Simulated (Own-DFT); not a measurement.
GaN (wurtzite, strained, atoms displaced) (calculated)

All values are calculated (Own-DFT development build). A calculation, not a measurement: plane-wave PBE density functional theory by an unreviewed code, no spin, of a simulated periodic cell, stress positive in tension, free energy of the whole cell less one offset for each atom, forces on such cells passed a denser k mesh, this cell's mesh not checked; offsets are fitted by least squares, one for each functional and potential file, so energies compare only between cells with the same atoms and settings and are not formation energies; the far tail of each file's local potential was reset to the Coulomb form; each entry is a single point on an unrelaxed cell, so the pressure reflects the starting lattice, mostly measured values (interpolated for alloys), from which strain is counted, and rises with the displacements; printed positions are rounded, which can move forces by about a meV/angstrom; the program, named Own-DFT, is a retired in-house code; no spin-orbit coupling.

Common to all runs: functional PBE; potential files PseudoDojo norm-conserving, scalar-relativistic, standard set with the stringent files for Ga; wave cutoff 96 hartree; occupations Gaussian; smearing width 0.01 eV; k mesh 3 x 4 x 3 centred on Gamma.

(1) 
```xyz
96
Lattice="12.7560 0.0000 0.0000 -4.7835 8.2853 0.0000 0.0000 0.0000 10.5256" Properties=species:S:1:pos:R:3:force_x:R:1:force_y:R:1:force_z:R:1 formula=GaN free_energy_of_cell_above_offsets=-5.167 pressure=4.24 stress_xx=-6.48 stress_yy=-4.34 stress_zz=-1.9 stress_yz=0.26 stress_xz=0.2 stress_xy=-1.06
Ga    -0.0022     1.7989    10.4625      0.442      1.224      1.352
Ga     1.6504     1.0274     2.6550     -1.619      -1.48     -0.218
N      0.0053     1.9275     2.0104      0.465     -1.524     -1.518
N      1.5751     1.0032     4.5612      0.689     -1.492      0.831
Ga     0.0483     1.8242     5.2948     -0.731      1.267      0.352
Ga     1.5434     0.9028     7.8948      1.742       0.05     -0.142
N     -0.0220     1.7371     7.3000       0.76      2.124     -0.937
N      1.6217     0.9584     9.8466     -1.149      -1.51      0.139
Ga    -1.6512     4.6000     0.0342      0.576     -0.424       0.51
Ga     0.0091     3.6924     2.6164     -0.474      0.784      0.745
N     -1.5992     4.6286     2.0132     -0.187     -0.761     -0.278
N     -0.0845     3.7001     4.5826      1.351      0.108      0.605
Ga    -1.6588     4.6082     5.2692      2.649       1.07     -0.035
Ga     0.0166     3.7330     7.9430     -0.469     -1.241     -0.012
N     -1.5779     4.5326     7.1532      0.232      1.201        2.2
N     -0.0168     3.7051     9.9636     -0.431     -0.389     -1.195
Ga    -3.2211     7.3214     0.0161      0.423      0.332     -0.313
Ga    -1.6039     6.4246     2.6572      0.771     -0.122       0.49
N     -3.1042     7.2844     1.9591     -1.376      1.872      0.216
N     -1.5992     6.5126     4.6509     -0.848     -1.554     -0.966
Ga    -3.1534     7.3248     5.2923     -0.733      1.459      0.257
Ga    -1.4527     6.4329     8.0038     -1.885     -0.311     -1.212
N     -3.1983     7.3834     7.2302      0.941     -0.826      0.869
N     -1.5495     6.4093     9.9248     -0.868      0.257     -0.275
Ga     3.1159     1.8517    10.5151      1.924      0.831      0.314
Ga     4.7706     0.9583     2.6521      0.243     -0.472     -0.132
N      3.0983     1.9209     1.9953      2.142       -0.7     -0.761
N      4.9047     0.8556     4.6231     -1.699      1.192     -0.295
Ga     3.1145     1.8789     5.3166      1.427     -0.433     -0.914
Ga     4.7889     0.8760     7.8259      0.341       0.96      1.869
N      3.2758     1.7928     7.1997     -2.193      0.755      0.944
N      4.7719     0.8778     9.9642     -0.337      0.706       -0.7
Ga     1.5513     4.6244     0.0345      0.907      0.566     -0.361
Ga     3.1888     3.7011     2.6585     -0.487      0.744     -0.501
N      1.5451     4.5753     1.9606      0.917      0.867      0.493
N      3.1639     3.6825     4.5905      0.668      0.262      0.516
Ga     1.6144     4.6403     5.2364     -1.052     -0.278       0.22
Ga     3.1703     3.6886     7.9310      0.841     -0.247          0
N      1.5842     4.5890     7.2897     -0.026      0.038     -0.957
N      3.1803     3.7529     9.8982     -0.303     -0.828     -0.206
Ga    -0.0111     7.3547     0.0506       0.93      0.163      0.411
Ga     1.5469     6.4559     2.6205      1.923     -1.021      0.563
N      0.0232     7.2771     2.0757     -1.521      2.019     -1.341
N      1.6049     6.4848     4.6050      0.006      -0.42      0.236
Ga    -0.0879     7.3316     5.2540      2.405      0.859      0.438
Ga     1.5188     6.4305     7.9120      1.599      0.032     -0.118
N      0.0139     7.3878     7.2523     -0.272     -1.011     -0.719
N      1.6390     6.5075     9.8232     -0.789     -0.745      1.056
Ga     6.4314     1.8012     0.0871     -1.648      1.099      -1.58
Ga     7.9690     0.8648     2.6820     -0.573     -0.195      -0.76
N      6.4554     1.8710     1.9567     -1.019      -0.73      1.349
N      7.9645     0.9702     4.5468      0.252     -0.698      1.881
Ga     6.3857     1.9018     5.2755      0.048     -0.682       0.52
Ga     8.0023     0.8693     7.9031     -1.157      0.213     -0.565
N      6.2827     1.9018     7.2813      1.779     -1.646     -0.998
N      7.8742     0.8805     9.8356      2.059      0.722      0.264
Ga     4.8342     4.6210    10.5198     -0.808      -0.84      0.317
Ga     6.3259     3.6463     2.6660       0.66      1.138     -0.849
N      4.7430     4.5772     1.9404      0.644      0.717      0.924
N      6.3489     3.7534     4.6245      1.332      -1.09     -0.893
Ga     4.8411     4.5725     5.2835     -1.847      0.392      0.528
Ga     6.4643     3.6544     7.8930       -2.2      0.056      1.367
N      4.7877     4.5518     7.2197       0.19      0.665      0.295
N      6.3228     3.6844     9.8649       1.72     -0.602      0.241
Ga     3.2477     7.4066    10.4766     -0.347     -1.417      0.451
Ga     4.7764     6.4968     2.7054      0.118     -0.768     -1.892
N      3.1936     7.3509     1.9347     -0.147     -0.103      0.281
N      4.8331     6.4121     4.5779     -0.524      0.238      1.177
Ga     3.2480     7.2879     5.3270     -0.937      0.971       -0.8
Ga     4.9083     6.4297     7.8956      -2.03     -1.184     -0.199
N      3.1808     7.2864     7.2319      0.521      0.422      0.601
N      4.8298     6.3772     9.8237     -0.268      1.709      0.366
Ga     9.5475     1.8374     0.0294     -0.458     -0.141      0.066
Ga    11.2372     1.0343     2.6706     -0.851      -1.38     -0.266
N      9.5038     1.7673     2.0708      1.515      1.048     -1.319
N     11.2455     1.0205     4.5955     -1.464     -1.513      0.761
Ga     9.5403     1.8505     5.2293      0.736     -0.009       0.93
Ga    11.2386     0.8813     7.9650     -1.953      0.099     -1.891
N      9.5528     1.7940     7.3144      0.809      0.197     -0.886
N     11.1845     0.9821     9.8000     -0.798     -1.089       2.22
Ga     8.0158     4.6798     0.0552     -1.274     -3.046     -0.645
Ga     9.5885     3.6533     2.6380     -0.438      0.301      0.434
N      8.0133     4.6095     1.8982     -0.463      0.047      2.905
N      9.6550     3.7302     4.7314     -3.551     -1.117     -2.192
Ga     7.9475     4.6577     5.2762      0.639     -1.069      0.212
Ga     9.6001     3.6907     7.8941     -0.725     -0.594      0.014
N      7.9111     4.5116     7.2024      2.235      1.795      0.335
N      9.5403     3.6752     9.9179      0.286     -0.087     -0.657
Ga     6.3474     7.3835    10.4822      0.431     -0.348      1.042
Ga     8.0303     6.4798     2.6925     -0.735     -0.466     -0.208
N      6.3832     7.3812     2.0158      0.572      0.451     -0.475
N      7.9700     6.4719     4.7701      0.045      0.336     -1.927
Ga     6.3284     7.3652     5.2896      0.942      1.149      0.085
Ga     8.0024     6.4674     7.9399      0.298     -1.351     -1.112
N      6.4187     7.3299     7.2949      0.178      0.771     -0.853
N      7.9485     6.3111     9.8428      0.347      3.679     -0.117
```

Units: free_energy_of_cell_above_offsets in eV; pressure, stress_xx, stress_yy, stress_zz, stress_yz, stress_xz, stress_xy in GPa; force_x, force_y, force_z in eV/Å.

(2) 
```xyz
96
Lattice="12.7560 0.0000 0.0000 -4.7835 8.2853 0.0000 0.0000 0.0000 10.5256" Properties=species:S:1:pos:R:3:force_x:R:1:force_y:R:1:force_z:R:1 formula=GaN free_energy_of_cell_above_offsets=-5.894 pressure=4.01 stress_xx=-5.94 stress_yy=-5.68 stress_zz=-0.42 stress_yz=-0.58 stress_xz=0.04 stress_xy=-0.52
Ga     0.0445     1.7902    10.5063     -0.934      1.093      0.604
Ga     1.5662     0.9022     2.6035     -0.606     -0.857      0.633
N     -0.0492     1.8328     2.0134      0.935      0.209     -0.857
N      1.5877     0.8377     4.6147     -0.622      1.241     -0.385
Ga    -0.0094     1.9021     5.2636      0.892     -1.179      0.564
Ga     1.5701     0.9379     7.8538      1.019     -0.018      0.045
N      0.0408     1.9553     7.2640     -0.794     -2.376     -0.803
N      1.5275     0.8832     9.8147      1.693       0.16      0.629
Ga    -1.5618     4.6129    10.4830     -1.395      0.483      1.204
Ga    -0.0383     3.6833     2.5772      0.246     -0.353      0.869
N     -1.5733     4.6053     2.0003     -0.984     -0.035      -0.25
N      0.0695     3.6606     4.6522     -1.562      0.783     -1.134
Ga    -1.5703     4.6417     5.2202     -0.412     -0.915      0.292
Ga    -0.0318     3.6943     7.7973      0.472      1.138      2.002
N     -1.6433     4.5462     7.2558       0.76      1.058     -0.916
N     -0.0630     3.7268     9.8970      1.501     -1.346     -0.735
Ga    -3.2121     7.2877    10.5028      0.044      1.205      0.477
Ga    -1.5504     6.4548     2.6381     -2.124     -0.745      0.388
N     -3.2432     7.3235     1.9312      0.596      0.353      0.836
N     -1.5751     6.4551     4.6659     -0.494      0.077     -0.651
Ga    -3.2772     7.3495     5.2239      0.553     -0.884      0.893
Ga    -1.6342     6.3884     7.8499      0.613      0.982      0.748
N     -3.2163     7.3470     7.3199     -0.552      0.053     -1.369
N     -1.6270     6.4768     9.9420      0.684     -0.578     -1.519
Ga     3.1541     1.8051     0.0811     -0.459     -0.187     -1.159
Ga     4.7915     0.9111     2.6577      0.011     -0.941     -0.008
N      3.1600     1.7488     2.0287      0.395      1.519     -0.629
N      4.6792     0.9368     4.6272      2.063     -0.358     -0.427
Ga     3.1381     1.8290     5.2465     -0.291     -0.487      0.481
Ga     4.8736     0.8920     7.9277     -1.734      0.202     -0.959
N      3.2419     1.8825     7.1625     -0.352     -0.786      1.488
N      4.7999     0.9551     9.8819     -0.824      0.691     -0.314
Ga     1.5891     4.5607     0.0462     -0.909      0.992     -0.561
Ga     3.1627     3.6926     2.6159     -0.374     -1.376      1.346
N      1.5930     4.6035     2.0415      0.119     -0.144     -0.883
N      3.1415     3.6348     4.6692      0.097      1.037     -1.129
Ga     1.5284     4.5797     5.2839      1.728      0.369      0.841
Ga     3.1253     3.6753     7.9188      1.447     -1.336     -0.938
N      1.6391     4.5859     7.3385     -1.546      0.071     -1.845
N      3.1136     3.6478     9.7929      0.777     -0.004      2.363
Ga    -0.0231     7.4474    10.3920     -0.449     -1.535      1.783
Ga     1.6396     6.4321     2.6320     -1.002      0.782     -0.152
N     -0.0710     7.2754     1.9949      2.626      1.837     -0.858
N      1.5565     6.4157     4.6689      1.216      0.027     -1.174
Ga     0.0425     7.3493     5.2346     -1.367      1.035      1.422
Ga     1.7030     6.3360     7.9640     -1.632      1.753     -0.638
N     -0.0036     7.3632     7.2854      0.409     -0.874     -0.403
N      1.4965     6.4826     9.8324      1.935     -0.839       1.66
Ga     6.3334     1.8551    10.4794       1.55      0.278      1.079
Ga     8.0431     0.8779     2.6453      -0.59      1.558     -0.236
N      6.3912     1.7637     1.9902     -0.196       0.87      -0.23
N      8.0018     0.9591     4.5859     -0.896     -0.587      0.411
Ga     6.3540     1.8715     5.2697      -0.39     -0.442      -0.43
Ga     7.9646     0.9204     7.9223      0.628      0.212      -0.17
N      6.3844     1.8068     7.2178      0.711      1.235      0.352
N      8.0414     0.8868     9.8642     -1.747      0.477     -0.208
Ga     4.7390     4.5524    10.5201      0.073      0.921      0.011
Ga     6.3655     3.6740     2.6838      0.528     -0.497     -0.733
N      4.7286     4.5837     2.0908      0.558      -0.71     -1.767
N      6.4550     3.7166     4.6201     -2.081     -1.012      0.165
Ga     4.7204     4.5555     5.3091      0.636      0.571     -0.437
Ga     6.4346     3.7525     7.8501     -1.038     -0.898      0.483
N      4.7316     4.6047     7.2535      0.716     -0.416        0.1
N      6.3758     3.7514     9.8965     -0.404     -1.074     -0.845
Ga     3.2352     7.3741     0.0175     -0.874     -0.502     -0.979
Ga     4.7022     6.3611     2.6424      1.418      1.762      0.628
N      3.2460     7.4416     1.9375     -0.804     -2.112      0.621
N      4.8386     6.4591     4.6358     -1.933     -0.534     -0.397
Ga     3.1318     7.4070     5.2129      0.926      -0.63      1.393
Ga     4.7932     6.4072     7.8697     -0.522      0.963      0.207
N      3.1543     7.3924     7.3536      0.777     -0.459     -1.768
N      4.8287     6.4915     9.8386     -0.888     -1.359      0.632
Ga     9.5500     1.7633    10.5095      1.239      1.351      0.465
Ga    11.1860     0.9066     2.7128     -0.992      0.362     -1.767
N      9.5323     1.8312     1.9273      0.921      0.089      0.664
N     11.2544     1.0100     4.5538     -1.741     -1.138      2.002
Ga     9.5099     1.8266     5.3420       1.67      0.378     -0.719
Ga    11.1570     0.9319     7.9792      0.648      0.028     -0.993
N      9.6351     1.9003     7.2630     -1.101     -0.937      0.231
N     11.2305     0.8675     9.8780     -1.076      0.779       0.39
Ga     8.0058     4.5314     0.0107     -1.683      2.243      0.777
Ga     9.5182     3.6879     2.6386      0.568     -0.205      -0.53
N      7.9355     4.5885     1.9368     -0.206      0.201      0.917
N      9.5971     3.6307     4.5991     -0.045      0.392      0.241
Ga     7.9906     4.5469     5.2368      0.975      0.577      0.198
Ga     9.5862     3.6904     7.9020     -0.897      0.031      0.863
N      8.0013     4.6468     7.1910     -0.069     -1.139      0.127
N      9.4814     3.7296     9.9221       2.69     -1.763     -1.515
Ga     6.3578     7.3586     0.0528      0.894     -0.218      0.185
Ga     7.9114     6.4849     2.6484      0.875      -1.15     -0.718
N      6.3773     7.3748     2.0332     -1.369     -0.208     -0.487
N      7.9309     6.3170     4.5482      0.135      1.684      1.057
Ga     6.3484     7.4019     5.2626      0.976      0.169     -0.139
Ga     7.9366     6.3754     7.9003     -0.087      2.107      0.654
N      6.2774     7.4277     7.2112      1.399     -0.466      0.168
N      7.9779     6.5013     9.9061     -1.295     -1.775      -0.83
```

Units: free_energy_of_cell_above_offsets in eV; pressure, stress_xx, stress_yy, stress_zz, stress_yz, stress_xz, stress_xy in GPa; force_x, force_y, force_z in eV/Å.
